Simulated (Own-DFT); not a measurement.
Simulation results for GaP (zincblende, atoms displaced)

All values are calculated (Own-DFT development build). A calculation, not a measurement: plane-wave PBE density functional theory by an unreviewed code, no spin, of a simulated periodic cell, stress positive in tension, free energy of the whole cell less one offset for each atom, forces on such cells passed a denser k mesh, this cell's mesh not checked; offsets are fitted by least squares, one for each functional and potential file, so energies compare only between cells with the same atoms and settings and are not formation energies; the far tail of each file's local potential was reset to the Coulomb form; each entry is a single point on an unrelaxed cell, so the pressure reflects the starting lattice, mostly measured values (interpolated for alloys), from which strain is counted, and rises with the displacements; printed positions are rounded, which can move forces by about a meV/angstrom; the program, named Own-DFT, is a retired in-house code; no spin-orbit coupling.

## GaP (zincblende, atoms displaced)

```cif
# cell vector a (Å): 16.3515 0.0000 0.0000
# cell vector b (Å): 0.0000 10.9010 0.0000
# cell vector c (Å): 0.0000 0.0000 10.9010
data_GaP
_symmetry_space_group_name_H-M 'P 1'
_symmetry_Int_Tables_number 1
_cell_length_a 16.3515
_cell_length_b 10.9010
_cell_length_c 10.9010
_cell_angle_alpha 90.000
_cell_angle_beta 90.000
_cell_angle_gamma 90.000
_cell_volume 1943.08
loop_
_atom_site_label
_atom_site_type_symbol
_atom_site_fract_x
_atom_site_fract_y
_atom_site_fract_z
_atom_site_occupancy
Ga1 Ga 0.99500 0.99792 0.00188 1
Ga2 Ga 0.99637 0.25492 0.24621 1
Ga3 Ga 0.17324 0.98569 0.26126 1
Ga4 Ga 0.17111 0.24872 0.01317 1
P1 P 0.08658 0.11317 0.10542 1
P2 P 0.07693 0.38233 0.37948 1
P3 P 0.24579 0.12240 0.36497 1
P4 P 0.24749 0.37481 0.11928 1
Ga5 Ga 0.01060 0.00211 0.49112 1
Ga6 Ga 0.99783 0.25131 0.75965 1
Ga7 Ga 0.16590 0.01067 0.74197 1
Ga8 Ga 0.17277 0.25565 0.50176 1
P5 P 0.08553 0.13701 0.62508 1
P6 P 0.07756 0.37177 0.85578 1
P7 P 0.25301 0.12867 0.87899 1
P8 P 0.25047 0.39880 0.62598 1
Ga9 Ga 0.01169 0.50242 0.97898 1
Ga10 Ga 0.00119 0.75917 0.24833 1
Ga11 Ga 0.17493 0.50134 0.25964 1
Ga12 Ga 0.16573 0.73158 0.00616 1
P9 P 0.08307 0.63320 0.11691 1
P10 P 0.08099 0.88390 0.38324 1
P11 P 0.25853 0.63052 0.38687 1
P12 P 0.22802 0.86537 0.13155 1
Ga13 Ga 0.00547 0.50268 0.49340 1
Ga14 Ga 0.00601 0.75817 0.76215 1
Ga15 Ga 0.16255 0.49590 0.76055 1
Ga16 Ga 0.17213 0.74272 0.50134 1
P13 P 0.08396 0.62708 0.62938 1
P14 P 0.08508 0.87014 0.86108 1
P15 P 0.24436 0.62381 0.88100 1
P16 P 0.25302 0.88390 0.62678 1
Ga17 Ga 0.33666 0.01074 0.00506 1
Ga18 Ga 0.33491 0.23757 0.24700 1
Ga19 Ga 0.50393 0.00288 0.24639 1
Ga20 Ga 0.49981 0.23273 0.99588 1
P17 P 0.41923 0.14505 0.12599 1
P18 P 0.41306 0.37140 0.36936 1
P19 P 0.58866 0.13311 0.37694 1
P20 P 0.57779 0.38376 0.09486 1
Ga21 Ga 0.32861 0.98870 0.47751 1
Ga22 Ga 0.32036 0.25260 0.75784 1
Ga23 Ga 0.49843 0.98881 0.75174 1
Ga24 Ga 0.49238 0.25512 0.49208 1
P21 P 0.41225 0.13243 0.61945 1
P22 P 0.41369 0.36831 0.87989 1
P23 P 0.57445 0.13673 0.88047 1
P24 P 0.57929 0.37917 0.62658 1
Ga25 Ga 0.32804 0.50971 0.99818 1
Ga26 Ga 0.33086 0.75687 0.25806 1
Ga27 Ga 0.49334 0.49138 0.27364 1
Ga28 Ga 0.50071 0.76156 0.99851 1
P25 P 0.41849 0.63104 0.13442 1
P26 P 0.42415 0.87114 0.37597 1
P27 P 0.59243 0.62725 0.37514 1
P28 P 0.58278 0.87339 0.12802 1
Ga29 Ga 0.31811 0.49773 0.50092 1
Ga30 Ga 0.33719 0.75404 0.74164 1
Ga31 Ga 0.49068 0.50305 0.73690 1
Ga32 Ga 0.50140 0.73883 0.50445 1
P29 P 0.41533 0.59700 0.61674 1
P30 P 0.41360 0.86784 0.88618 1
P31 P 0.58266 0.63228 0.86672 1
P32 P 0.58461 0.87798 0.61965 1
Ga33 Ga 0.66798 0.00238 0.00570 1
Ga34 Ga 0.66346 0.24010 0.24727 1
Ga35 Ga 0.82961 0.99460 0.24361 1
Ga36 Ga 0.84260 0.24130 0.99706 1
P33 P 0.74885 0.11615 0.13501 1
P34 P 0.74281 0.38913 0.36329 1
P35 P 0.92599 0.13195 0.38113 1
P36 P 0.91478 0.37452 0.11594 1
Ga37 Ga 0.66083 0.99081 0.49475 1
Ga38 Ga 0.65689 0.25555 0.74692 1
Ga39 Ga 0.83707 0.99584 0.75972 1
Ga40 Ga 0.82775 0.23568 0.51518 1
P37 P 0.74909 0.13209 0.62194 1
P38 P 0.75169 0.37921 0.87769 1
P39 P 0.91868 0.12873 0.88943 1
P40 P 0.90453 0.38755 0.62289 1
Ga41 Ga 0.66793 0.50760 0.00524 1
Ga42 Ga 0.67568 0.74484 0.26307 1
Ga43 Ga 0.83669 0.51332 0.25089 1
Ga44 Ga 0.84058 0.75308 0.02498 1
P41 P 0.75383 0.62826 0.12081 1
P42 P 0.73688 0.87231 0.37136 1
P43 P 0.92244 0.62202 0.36950 1
P44 P 0.90948 0.87071 0.12458 1
Ga45 Ga 0.66178 0.50117 0.50261 1
Ga46 Ga 0.67153 0.75283 0.74592 1
Ga47 Ga 0.83233 0.48246 0.74190 1
Ga48 Ga 0.83228 0.74690 0.50129 1
P45 P 0.74943 0.62326 0.63613 1
P46 P 0.75172 0.87035 0.87749 1
P47 P 0.91324 0.61600 0.89345 1
P48 P 0.90445 0.87273 0.62784 1
```

* functional: PBE
* potential files: PseudoDojo norm-conserving, scalar-relativistic, standard set
* wave cutoff: 42 hartree
* occupations: Fermi-Dirac
* smearing width: 0.1 eV
* k mesh: 2 x 3 x 3 centred on Gamma
* free energy of cell above offsets: -36.972 eV
* pressure: 5.23 GPa
* stress xx: -5.22 GPa
* stress yy: -5.33 GPa
* stress zz: -5.13 GPa
* stress yz: -0.68 GPa
* stress xz: 1.39 GPa
* stress xy: -0.54 GPa

Force:
```tsv
element	x (eV/Å)	y (eV/Å)	z (eV/Å)
Ga	0.806	-1.198	-0.578
Ga	0.644	-0.161	-0.853
Ga	-2.494	1.549	-0.37
Ga	-1.229	-0.372	-1.939
P	-0.19	0.448	2.742
P	2.286	-1.657	-1.514
P	0.686	0.773	0.884
P	1.086	0.803	1.669
Ga	-2.593	1.542	2.761
Ga	-1.883	-0.797	-2.197
Ga	0.235	-0.367	0.953
Ga	-0.593	0.696	-0.131
P	-0.46	-0.258	-0.202
P	2.222	-0.168	2.563
P	-1.546	-0.966	0.365
P	-2.066	-3.646	2.153
Ga	-1.049	-0.222	1.847
Ga	0.031	-0.334	0.101
Ga	-1.06	0.223	-0.444
Ga	0.08	2.163	-1.876
P	-1.258	-2.221	2.389
P	1.986	-2.951	-1.506
P	-1.311	0.442	-1.97
P	3.905	-0.115	-1.014
Ga	-1.4	0.923	2.069
Ga	-3.326	-2.417	-2.028
Ga	0.246	1.3	-1.122
Ga	-1.084	1.109	1.035
P	-0.166	-0.037	-0.142
P	1.835	2.333	2.8
P	0.946	0.335	-1.721
P	-0.331	-0.599	-0.693
Ga	-0.508	-0.841	0.413
Ga	-1.396	1.809	0.407
Ga	-0.065	0.47	0.429
Ga	-1.362	3.99	0.804
P	0.102	-3.273	0.373
P	-2.45	-0.654	1.387
P	-1.824	-0.856	0.465
P	-0.522	-1.101	3.046
Ga	0.971	1.015	1.434
Ga	2.098	1.084	-1.474
Ga	-0.404	1.267	-0.08
Ga	1.126	-0.567	1.069
P	-0.611	-1.057	0.315
P	-0.319	0.839	-0.5
P	3.03	-3.659	-2.77
P	-0.623	-0.111	-0.978
Ga	1.654	-0.755	0.711
Ga	0.537	0.097	-1.298
Ga	2.284	2.069	-2.988
Ga	0.738	-1.77	0.752
P	-0.47	-0.377	-0.274
P	-0.39	0.268	-0.352
P	-2.228	-0.701	0.295
P	0.801	-0.029	0.09
Ga	3.543	-0.021	-1.55
Ga	-0.24	-0.998	0.361
Ga	2.309	-2.01	3.604
Ga	0.186	-0.034	-0.112
P	-1.818	3.894	-1.527
P	-0.641	1.128	-1.174
P	-0.379	-0.234	0.269
P	-0.788	-1.088	1.127
Ga	-0.529	-0.402	-0.77
Ga	0.435	2.433	-1.076
Ga	0.578	0.16	2
Ga	-3.132	1.755	1.672
P	0.417	1.396	-1.508
P	0.75	-1.303	0.662
P	-1.706	-0.797	-0.288
P	0.902	0.998	0.566
Ga	0.675	1.848	0.32
Ga	1.187	0.001	0.701
Ga	-0.91	1.013	-0.04
Ga	2.023	2.904	-3.067
P	-2.553	-2.985	2.507
P	-0.648	-1.216	0.212
P	0.819	-1.817	-2.801
P	3.802	-2.993	-2.552
Ga	0.192	0.286	-1.54
Ga	-1.607	-1.302	-3.233
Ga	-0.528	-1.59	-0.715
Ga	-2.405	-2.467	-4.159
P	-0.816	0.054	1.257
P	3.633	1.466	1.596
P	-0.107	1.437	0.665
P	3.344	2.96	2.316
Ga	1.068	-0.212	0.546
Ga	-0.753	0.33	0.464
Ga	-1.884	3.122	3.186
Ga	-0.671	-0.483	-0.435
P	0.397	-0.526	-1.441
P	0.127	0.489	0.883
P	-0.098	1.143	-1.872
P	2.701	0.346	-0.361
```
